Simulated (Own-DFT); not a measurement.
# One host, several defects: zincblende GaAs

The numbers are computed, not measured, by runs of the plane-wave DFT program Own-DFT (in-house, retired, unreviewed) at fixed positions, with no spin and no spin-orbit coupling.

Settings: PBE; PseudoDojo norm-conserving scalar-relativistic files; cutoff 42 hartree; 3 x 3 x 3 k mesh centred on Gamma; Fermi-Dirac smearing of 0.1 eV.

Keep in mind (not all hold for every row): not probed for a lower state with spin; forces not confirmed at this smearing and k mesh; stress not checked against mesh or cutoff.

All runs share one cell, with vectors in Å (11.737, 0.000, 0.000); (0.000, 11.737, 0.000); (0.000, 0.000, 10.919) and a volume of 1504.3 Å³, strained against the parent crystal. The atoms are randomly displaced, by u rms on each axis. The defect's site can differ from row to row.

```
cell,formula,u (Å),P (GPa)
no defect,As32Ga32,0.0305,0.76
no defect,As32Ga32,0.0320,0.76
no defect,As32Ga32,0.0491,1.07
one As vacancy and one Ga vacancy,As31Ga31,0.0299,0.50
one As vacancy and one Ga vacancy,As31Ga31,0.0325,0.50
one As vacancy and one Ga vacancy,As31Ga31,0.0500,0.77
one Al on a Ga site,AlAs32Ga31,0.0278,0.71
one Al on a Ga site,AlAs32Ga31,0.0280,0.70
one Al on a Ga site,AlAs32Ga31,0.0520,1.13
one P on an As site,As31Ga32P,0.0296,0.53
one P on an As site,As31Ga32P,0.0302,0.53
one P on an As site,As31Ga32P,0.0523,0.88
one In on a Ga site,As32Ga31In,0.0267,?
one In on a Ga site,As32Ga31In,0.0302,1.36
one In on a Ga site,As32Ga31In,0.0485,1.59
one In on a Ga site,As32Ga31In,0.0525,1.67
```

## Worked fit

P = P0 + c u² + a shift for each defect gives P0 = 0.58 GPa, c = 197 ± 8 GPa/Å² and a scatter of 0.02 GPa. The shifts, and each times the cell's volume:

- one In on a Ga site: 0.57 ± 0.02 GPa, 5.3 eV
- one Al on a Ga site: -0.01 ± 0.02 GPa, -0.1 eV (not resolved)
- one P on an As site: -0.23 ± 0.02 GPa, -2.1 eV
- one As vacancy and one Ga vacancy: -0.28 ± 0.02 GPa, -2.6 eV

Against the defect-free cell, a freed cell would be larger where the shift is positive and smaller where it is negative (160.2 GPa Å³ is 1 eV). The atoms around the defects weren't relaxed, which would change these numbers.

## Check

The question: what pressure belongs in the blank (one In on a Ga site, u = 0.0267 Å)?

From the fit: 1.28 ± 0.03 GPa. Computed: 1.30 GPa.
